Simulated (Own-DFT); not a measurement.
## Calculated data, Hf$_{36}$O$_{71}$ (tetragonal hafnia with one neutral oxygen vacancy, atoms displaced)

Computed with Own-DFT development build. A calculation, not a measurement: plane-wave PBE and HSE06 DFT by an unreviewed code, no spin, of a simulated cell at Gamma alone, so results move with cell size and shape, stress positive in tension, energies less offsets, not probed for a lower state with spin; hafnium file: forces about 75 meV/angstrom off all-electron values; oxygen file: force components 24 meV/angstrom off all-electron in a glass; k mesh not checked against a denser one; forces and stress are PBE's, HSE06 gives the energy alone, and its difference from PBE has offsets of its own; offsets are fitted by least squares, one for each functional and potential file, so energies compare only between cells with the same atoms and settings and are not formation energies; the far tail of each file's local potential was reset to the Coulomb form; each entry is a single point on an unrelaxed cell, so the pressure reflects the starting lattice, taken from the Materials Project, from which strain is counted, and rises with the displacements; printed positions are rounded, which can move forces by about a meV/angstrom; the program is a retired in-house code; no spin-orbit coupling.

Common to all runs: first functional PBE; second functional HSE06; exact exchange share 0.25; screening 0.11 1/bohr; exchange divergence Gygi-Baldereschi; potential files PseudoDojo norm-conserving, scalar-relativistic, made for PBE, standard set; wave cutoff 48 hartree; occupations fixed; k mesh 1 x 1 x 1 centred on Gamma.

(1) Hf$_{36}$O$_{71}$ (tetragonal hafnia with one neutral oxygen vacancy, atoms displaced)

```cif
# cell vector a (Å): 10.7800 0.0000 0.0000
# cell vector b (Å): 0.0000 10.7800 0.0000
# cell vector c (Å): 0.0000 0.0000 10.4493
data_Hf36O71
_symmetry_space_group_name_H-M 'P 1'
_symmetry_Int_Tables_number 1
_cell_length_a 10.7800
_cell_length_b 10.7800
_cell_length_c 10.4493
_cell_angle_alpha 90.000
_cell_angle_beta 90.000
_cell_angle_gamma 90.000
_cell_volume 1214.30
loop_
_atom_site_label
_atom_site_type_symbol
_atom_site_fract_x
_atom_site_fract_y
_atom_site_fract_z
_atom_site_occupancy
Hf1 Hf 0.99822 0.00198 0.99361 1
Hf2 Hf 0.15643 0.17180 0.24123 1
O1 O 0.99505 0.16454 0.15753 1
O2 O 0.16912 0.00234 0.34886 1
O3 O 0.00650 0.15887 0.38926 1
O4 O 0.16658 0.99101 0.10227 1
Hf3 Hf 0.00959 0.97845 0.48923 1
Hf4 Hf 0.17416 0.15898 0.74973 1
O5 O 0.00330 0.16949 0.64450 1
O6 O 0.17353 0.00075 0.84281 1
O7 O 0.01545 0.16641 0.91743 1
O8 O 0.18135 0.00011 0.58436 1
Hf5 Hf 0.00535 0.34481 0.99611 1
Hf6 Hf 0.16956 0.49543 0.25532 1
O9 O 0.00843 0.49728 0.13962 1
O10 O 0.16548 0.34338 0.36771 1
O11 O 0.99851 0.50437 0.40531 1
O12 O 0.16982 0.33481 0.09078 1
Hf7 Hf 0.99814 0.32891 0.49587 1
Hf8 Hf 0.18581 0.48840 0.74526 1
O13 O 0.99562 0.50845 0.65224 1
O14 O 0.17239 0.32974 0.85129 1
O15 O 0.01673 0.49751 0.90660 1
O16 O 0.16531 0.34641 0.60017 1
Hf9 Hf 0.99304 0.67522 0.00419 1
Hf10 Hf 0.16204 0.84132 0.26378 1
O17 O 0.99912 0.83614 0.14470 1
O18 O 0.15489 0.66115 0.34957 1
O19 O 0.98792 0.84011 0.40634 1
O20 O 0.16366 0.67766 0.10050 1
Hf11 Hf 0.98023 0.66986 0.48403 1
Hf12 Hf 0.17102 0.83007 0.75196 1
O21 O 0.99582 0.82888 0.65688 1
O22 O 0.16570 0.66979 0.84187 1
O23 O 0.99518 0.84111 0.89217 1
O24 O 0.17160 0.66724 0.60264 1
Hf13 Hf 0.33845 0.01334 0.00200 1
Hf14 Hf 0.49728 0.16045 0.25802 1
O25 O 0.32692 0.17662 0.16022 1
O26 O 0.49791 0.99797 0.34866 1
O27 O 0.33866 0.16417 0.39679 1
O28 O 0.51176 0.99834 0.10754 1
Hf15 Hf 0.33661 0.98898 0.49784 1
Hf16 Hf 0.49454 0.16380 0.74606 1
O29 O 0.32314 0.15880 0.66247 1
O30 O 0.49598 0.00223 0.84928 1
O31 O 0.32320 0.17399 0.90605 1
Hf17 Hf 0.32811 0.34639 0.00746 1
Hf18 Hf 0.51375 0.51567 0.24935 1
O32 O 0.33045 0.47472 0.15664 1
O33 O 0.51115 0.33832 0.35297 1
O34 O 0.33313 0.49688 0.39784 1
O35 O 0.50318 0.32909 0.09842 1
Hf19 Hf 0.32615 0.34319 0.50257 1
Hf20 Hf 0.50866 0.50714 0.75157 1
O36 O 0.33543 0.48660 0.64477 1
O37 O 0.49816 0.33452 0.84854 1
O38 O 0.32773 0.51533 0.89290 1
O39 O 0.50130 0.32781 0.58914 1
Hf21 Hf 0.34194 0.66913 0.99054 1
Hf22 Hf 0.50886 0.82857 0.24985 1
O40 O 0.32880 0.82601 0.16484 1
O41 O 0.50129 0.66414 0.33976 1
O42 O 0.31468 0.84564 0.40591 1
O43 O 0.49183 0.66482 0.09994 1
Hf23 Hf 0.33722 0.66532 0.51371 1
Hf24 Hf 0.50761 0.83307 0.73886 1
O44 O 0.34204 0.83960 0.65642 1
O45 O 0.50769 0.66970 0.84930 1
O46 O 0.33108 0.83306 0.90349 1
O47 O 0.50354 0.66135 0.61080 1
Hf25 Hf 0.66223 0.99725 0.00579 1
Hf26 Hf 0.83763 0.16362 0.23500 1
O48 O 0.66311 0.15932 0.16095 1
O49 O 0.83279 0.99723 0.35104 1
O50 O 0.66338 0.17482 0.40287 1
O51 O 0.83193 0.00415 0.10620 1
Hf27 Hf 0.66657 0.01207 0.50780 1
Hf28 Hf 0.84327 0.17724 0.74556 1
O52 O 0.66608 0.17713 0.65479 1
O53 O 0.83124 0.99862 0.85487 1
O54 O 0.68048 0.17017 0.89182 1
O55 O 0.84221 0.99406 0.58647 1
Hf29 Hf 0.66122 0.33617 0.01178 1
Hf30 Hf 0.83363 0.50767 0.25375 1
O56 O 0.66519 0.49486 0.14557 1
O57 O 0.83290 0.33538 0.35537 1
O58 O 0.67724 0.50337 0.39895 1
O59 O 0.83757 0.34680 0.09762 1
Hf31 Hf 0.67722 0.33061 0.49650 1
Hf32 Hf 0.84300 0.50196 0.76364 1
O60 O 0.66990 0.50405 0.65261 1
O61 O 0.84369 0.32942 0.85385 1
O62 O 0.65608 0.50042 0.90662 1
O63 O 0.83481 0.33140 0.60460 1
Hf33 Hf 0.65148 0.66977 0.01015 1
Hf34 Hf 0.82399 0.84919 0.24886 1
O64 O 0.66328 0.84115 0.15752 1
O65 O 0.83406 0.66688 0.34414 1
O66 O 0.66508 0.82372 0.39550 1
O67 O 0.82419 0.67045 0.09074 1
Hf35 Hf 0.66940 0.67375 0.49990 1
Hf36 Hf 0.83386 0.83673 0.76463 1
O68 O 0.66730 0.83282 0.63970 1
O69 O 0.82735 0.65814 0.85108 1
O70 O 0.66833 0.81732 0.89999 1
O71 O 0.82209 0.66547 0.60196 1
```

* PBE energy of cell above offsets: -88.873 eV
* HSE06 less PBE above offsets: 0.498 eV
* PBE pressure: 4.64 GPa
* PBE stress xx: -4.46 GPa
* PBE stress yy: -5.1 GPa
* PBE stress zz: -4.36 GPa
* PBE stress yz: -1.48 GPa
* PBE stress xz: 1.69 GPa
* PBE stress xy: -0.19 GPa

Force:
```tsv
element	x (eV/Å)	y (eV/Å)	z (eV/Å)
Hf	0.764	-0.676	1.114
Hf	1.648	-0.645	2.49
O	1.303	0.131	-2.509
O	-0.979	0.841	-0.421
O	-0.452	0.889	0.972
O	0.242	1.298	-0.835
Hf	0.476	9.137	5.267
Hf	-3.238	1.421	1.215
O	0.772	0.119	0.711
O	-0.25	-1.097	0.772
O	-0.638	0.018	-1.34
O	-3.293	-0.732	1.694
Hf	-0.95	-0.95	0.468
Hf	-0.379	1.65	-0.572
O	-0.995	0.618	2.15
O	-0.598	-1.71	-2.068
O	-0.973	-1.013	-0.948
O	-2.157	-0.997	2.216
Hf	0.068	-0.37	0.58
Hf	-4.408	1.505	1.035
O	0.519	-0.128	0.392
O	0.207	0.57	-0.718
O	-1.048	2.298	-1.406
O	-0.649	-0.564	0.541
Hf	2.438	-0.719	0.057
Hf	1.553	-2.46	-3.72
O	-1.537	-0.035	1.203
O	0.051	1.351	0.222
O	-0.046	-6.153	-4.683
O	0.576	-0.848	-1.178
Hf	1.701	-2.143	3.599
Hf	-0.761	-0.783	-0.346
O	0.886	0.249	-0.886
O	-0.073	-0.167	0.38
O	0.051	-1.013	0.785
O	0.984	0.409	-1.068
Hf	-1.28	-1.144	0.179
Hf	-1.029	3.155	0.899
O	1.114	-1.056	-1.396
O	0.929	-1.614	0.899
O	-0.101	0.398	1.406
O	-3.045	0.139	-0.655
Hf	2.015	4.698	0.698
Hf	1.025	2.38	0.35
O	3.706	0.419	-1.83
O	0.447	-0.673	0.09
O	0.965	-1.12	0.679
Hf	2.324	-0.966	-1.578
Hf	-2.218	-6.616	0.43
O	1.319	1.794	-0.018
O	-0.184	0.498	-1.716
O	0.249	2.413	0.652
O	-0.956	-0.265	0.116
Hf	2.281	-2.13	-1.422
Hf	1.339	-2.535	-0.128
O	2.35	1.454	-0.184
O	-0.386	0.008	-0.506
O	0.5	-2.084	0.097
O	-0.487	-0.158	0.828
Hf	-4.435	2.27	0.871
Hf	-3.658	2.04	0.905
O	1.75	0.587	0.246
O	-0.468	2.465	2.672
O	0.722	-5.393	-0.6
O	0.713	-0.07	1.364
Hf	-2.289	-0.36	-1.277
Hf	0.076	0.569	1.534
O	0.032	-0.381	-0.87
O	-0.907	0.291	0.61
O	0.468	0.834	0.375
O	-0.822	0.625	-1.293
Hf	1.613	1.982	-2.351
Hf	-1.909	1.106	3.302
O	0.924	0.338	-1.394
O	-0.591	1.511	-0.463
O	0.271	-2.823	0.047
O	-0.243	-0.543	-0.769
Hf	0.705	-0.17	-0.157
Hf	-1.459	-0.469	0.344
O	0.566	-1.851	-0.882
O	0.156	0.709	-0.297
O	-1.091	-0.788	2.316
O	-1.53	0.488	0.93
Hf	0.742	-0.853	-2.362
Hf	0.7	-2.908	-1.168
O	0.854	1.244	0.806
O	0.684	-0.265	-1.012
O	-0.325	1.018	-0.371
O	-0.653	-1.104	0.694
Hf	-2.307	1.594	0.719
Hf	-0.226	-1.271	-2.451
O	-0.002	-0.581	0.737
O	0.594	1.084	-0.166
O	0.101	0.08	0.313
O	0.665	-0.378	-0.059
Hf	2.705	-2.265	-2.661
Hf	2.048	-1.493	-0.424
O	0.665	-0.733	-2.178
O	0.484	2.077	0.392
O	-0.035	2.168	-0.487
O	0.085	-0.161	1.256
Hf	0.058	-2.267	1.36
Hf	0.516	-0.981	-1.866
O	-0.102	1.044	0.872
O	1.1	1.907	0.58
O	-0.015	3.203	0.279
O	1.371	0.578	-1.024
```

(2) Hf$_{36}$O$_{71}$ (tetragonal hafnia with one neutral oxygen vacancy, atoms displaced)

```cif
# cell vector a (Å): 10.7800 0.0000 0.0000
# cell vector b (Å): 0.0000 10.7800 0.0000
# cell vector c (Å): 0.0000 0.0000 10.4493
data_Hf36O71
_symmetry_space_group_name_H-M 'P 1'
_symmetry_Int_Tables_number 1
_cell_length_a 10.7800
_cell_length_b 10.7800
_cell_length_c 10.4493
_cell_angle_alpha 90.000
_cell_angle_beta 90.000
_cell_angle_gamma 90.000
_cell_volume 1214.30
loop_
_atom_site_label
_atom_site_type_symbol
_atom_site_fract_x
_atom_site_fract_y
_atom_site_fract_z
_atom_site_occupancy
Hf1 Hf 0.00566 0.00491 0.99869 1
Hf2 Hf 0.16171 0.16073 0.25001 1
O1 O 0.00113 0.16994 0.14365 1
O2 O 0.16343 0.99104 0.35254 1
O3 O 0.99217 0.16913 0.39711 1
O4 O 0.16192 0.00266 0.09582 1
Hf3 Hf 0.00366 0.00765 0.49991 1
Hf4 Hf 0.17148 0.16759 0.74910 1
O5 O 0.99391 0.16033 0.65545 1
O6 O 0.16753 0.99272 0.84827 1
O7 O 0.99962 0.17588 0.90413 1
O8 O 0.16864 0.00098 0.59676 1
Hf5 Hf 0.01010 0.32704 0.00902 1
Hf6 Hf 0.16955 0.49601 0.25158 1
O9 O 0.99544 0.50738 0.14930 1
O10 O 0.16265 0.33983 0.34928 1
O11 O 0.99508 0.50132 0.39918 1
Hf7 Hf 0.00069 0.32855 0.49174 1
Hf8 Hf 0.16266 0.50239 0.75107 1
O12 O 0.99471 0.49530 0.65109 1
O13 O 0.16096 0.33240 0.84365 1
O14 O 0.99912 0.51019 0.90610 1
O15 O 0.16703 0.32805 0.60367 1
Hf9 Hf 0.99199 0.65981 0.99732 1
Hf10 Hf 0.16502 0.83278 0.24969 1
O16 O 0.00380 0.83605 0.15393 1
O17 O 0.16080 0.66682 0.34306 1
O18 O 0.00571 0.83833 0.40060 1
O19 O 0.16711 0.66203 0.09696 1
Hf11 Hf 0.99835 0.67127 0.50382 1
Hf12 Hf 0.17071 0.83955 0.74816 1
O20 O 0.00188 0.83261 0.64615 1
O21 O 0.16883 0.67212 0.85160 1
O22 O 0.99988 0.83586 0.91071 1
O23 O 0.16465 0.66008 0.60499 1
Hf13 Hf 0.33496 0.99778 0.99323 1
Hf14 Hf 0.50362 0.16082 0.24956 1
O24 O 0.32685 0.16920 0.15574 1
O25 O 0.50310 0.99664 0.34948 1
O26 O 0.33832 0.16793 0.40359 1
O27 O 0.50201 0.00158 0.08829 1
Hf15 Hf 0.33057 0.00323 0.49614 1
Hf16 Hf 0.49980 0.17138 0.75205 1
O28 O 0.33168 0.16450 0.65673 1
O29 O 0.49374 0.00596 0.84650 1
O30 O 0.32846 0.17425 0.90161 1
O31 O 0.49528 0.99261 0.59984 1
Hf17 Hf 0.33355 0.33369 0.99967 1
Hf18 Hf 0.50646 0.51160 0.24612 1
O32 O 0.34092 0.50478 0.14460 1
O33 O 0.50768 0.33319 0.35291 1
O34 O 0.33375 0.49655 0.40688 1
O35 O 0.49689 0.34168 0.09689 1
Hf19 Hf 0.33462 0.33788 0.49492 1
Hf20 Hf 0.49690 0.50293 0.75150 1
O36 O 0.33481 0.49396 0.65324 1
O37 O 0.49944 0.33220 0.84929 1
O38 O 0.32914 0.50270 0.89887 1
O39 O 0.48929 0.33701 0.59797 1
Hf21 Hf 0.32788 0.65992 0.00042 1
Hf22 Hf 0.49983 0.84242 0.26637 1
O40 O 0.33803 0.82578 0.14718 1
O41 O 0.49657 0.66632 0.34622 1
O42 O 0.33537 0.83431 0.39822 1
O43 O 0.49776 0.66451 0.09956 1
Hf23 Hf 0.33766 0.66201 0.49721 1
Hf24 Hf 0.50342 0.84169 0.74952 1
O44 O 0.33816 0.83471 0.65534 1
O45 O 0.50600 0.66977 0.84962 1
O46 O 0.32640 0.83665 0.90038 1
O47 O 0.50323 0.66801 0.58891 1
Hf25 Hf 0.66429 0.00403 0.99590 1
Hf26 Hf 0.83476 0.17571 0.25131 1
O48 O 0.66750 0.16781 0.15063 1
O49 O 0.83766 0.99037 0.34004 1
O50 O 0.66633 0.16763 0.40485 1
O51 O 0.83266 0.99827 0.08988 1
Hf27 Hf 0.67445 0.99159 0.51006 1
Hf28 Hf 0.82761 0.16751 0.75596 1
O52 O 0.66188 0.16406 0.64837 1
O53 O 0.83709 0.99620 0.84228 1
O54 O 0.66200 0.15839 0.89497 1
O55 O 0.83573 0.99920 0.60669 1
Hf29 Hf 0.67534 0.33441 0.00409 1
Hf30 Hf 0.83030 0.50113 0.24954 1
O56 O 0.67066 0.49009 0.15858 1
O57 O 0.82294 0.33506 0.34019 1
O58 O 0.67253 0.50300 0.40443 1
O59 O 0.82919 0.33779 0.09376 1
Hf31 Hf 0.66669 0.32508 0.50259 1
Hf32 Hf 0.83785 0.50021 0.75770 1
O60 O 0.66361 0.49885 0.65725 1
O61 O 0.83265 0.32476 0.84253 1
O62 O 0.66157 0.50677 0.90442 1
O63 O 0.83702 0.33688 0.59039 1
Hf33 Hf 0.66440 0.66488 0.00855 1
Hf34 Hf 0.82799 0.82536 0.24624 1
O64 O 0.66492 0.83694 0.14677 1
O65 O 0.83390 0.66771 0.34733 1
O66 O 0.67031 0.82546 0.40308 1
O67 O 0.83146 0.65773 0.09811 1
Hf35 Hf 0.66478 0.67407 0.49847 1
Hf36 Hf 0.83219 0.82457 0.75325 1
O68 O 0.67331 0.83108 0.65597 1
O69 O 0.83289 0.66303 0.84798 1
O70 O 0.66338 0.82686 0.90688 1
O71 O 0.83433 0.66784 0.59690 1
```

- PBE energy of cell above offsets: -96.529 eV
- HSE06 less PBE above offsets: 0.111 eV
- PBE pressure: 2.34 GPa
- PBE stress xx: -0.53 GPa
- PBE stress yy: -3.6 GPa
- PBE stress zz: -2.9 GPa
- PBE stress yz: -1.29 GPa
- PBE stress xz: -0.5 GPa
- PBE stress xy: -0.09 GPa

Force:
```tsv
element	x (eV/Å)	y (eV/Å)	z (eV/Å)
Hf	-2.139	-1.499	-0.649
Hf	1.141	0.184	-0.387
O	-0.174	0.9	1.092
O	0.5	2.619	-0.195
O	0.429	-0.564	-0.851
O	1.829	0.38	0.991
Hf	-1.089	-2.251	0.679
Hf	-1.218	0.18	-0.062
O	1.032	0.134	-0.457
O	-0.232	2.6	0.244
O	0.171	-1.374	-0.141
O	0.015	0.2	0.033
Hf	0.151	1.402	-0.778
Hf	-0.756	2.397	-1.442
O	1.209	-1.373	0.536
O	0.05	-2.324	-0.438
O	0.15	-0.735	0.443
Hf	0.171	2.702	2.256
Hf	0.459	0.761	-0.437
O	0.754	0.301	0.654
O	-0.148	0.752	1.355
O	0.043	-3.951	-1.734
O	-0.479	-0.111	-1.307
Hf	2.007	3.291	1.789
Hf	-0.13	-1.428	-1.034
O	-1.104	-0.278	0.249
O	0.785	-0.49	0.69
O	-0.26	-0.759	0.886
O	-0.62	-0.08	0
Hf	0.615	0.164	-0.821
Hf	-0.362	-2.165	0.088
O	-0.188	-0.036	0.886
O	-0.182	-0.591	-0.727
O	-0.385	-0.605	-0.796
O	0.784	-0.01	-1.124
Hf	-0.557	-0.335	0.486
Hf	-0.499	2.22	0.128
O	0.537	0.195	0.18
O	0.119	2.37	0.927
O	-0.524	-0.467	-0.438
O	-0.997	0.642	1.483
Hf	0.343	-0.582	1.145
Hf	-0.474	0.523	-0.572
O	0.736	-0.496	-0.52
O	-0.051	-0.677	0.141
O	-0.168	-1.249	0.149
O	1.361	0.063	-0.763
Hf	0.339	0.858	0.39
Hf	-0.506	-2.3	-0.062
O	-1.563	-0.745	1.257
O	-0.413	-0.138	-1.11
O	-0.216	1.372	-1.576
O	0.798	-0.955	-0.193
Hf	0.005	-1.128	1.626
Hf	0.992	-0.116	0.268
O	-0.878	0.883	-0.245
O	0.044	0.5	-0.073
O	0.038	-1.348	-0.166
O	1.827	-0.744	0.259
Hf	0.005	1.687	0.167
Hf	-0.723	-3.239	-3.927
O	-0.164	1.255	1
O	0.008	0.929	0.814
O	0.24	-0.146	0.637
O	1.146	-0.77	0.194
Hf	-1.137	0.81	0.931
Hf	-0.647	-1.197	0.815
O	-0.707	-0.416	-0.589
O	-0.904	0.096	-0.94
O	0.822	-0.397	0.092
O	-1.034	0.121	0.833
Hf	1.749	-2.112	0.514
Hf	-0.904	-2.569	-0.648
O	0.029	0.184	0.038
O	-0.686	1.784	0.79
O	0.431	-2.153	-0.55
O	0.208	0.634	-0.033
Hf	0.034	1.27	-0.271
Hf	0.713	-2.134	-1.592
O	0.311	0.258	0.024
O	-0.421	0.442	0.355
O	0.433	1.952	0.224
O	-0.584	-0.078	-1.795
Hf	-3.133	0.316	-1.537
Hf	1.401	1.016	1.24
O	-1.042	0.483	-1.184
O	0.604	-0.44	0.585
O	-0.417	0.225	0.198
O	2.587	-0.629	0.752
Hf	-0.936	2.37	0.13
Hf	-1.315	-0.872	-1.848
O	0.593	-0.196	0.422
O	-0.707	2.591	1.321
O	0.74	-1.819	0.79
O	-0.542	-0.764	-0.068
Hf	-1.342	0.891	-1.148
Hf	1.59	1.341	-0.808
O	-0.377	-0.457	1.473
O	0.042	-0.045	-0.012
O	-0.612	2.61	-0.834
O	-0.59	0.62	0.512
Hf	1.498	-3.935	1.067
Hf	1.96	1.355	0.213
O	-1.351	0.511	-0.888
O	0.241	0.392	0.606
O	0.323	1.425	-0.697
O	-0.555	0.111	0.416
```
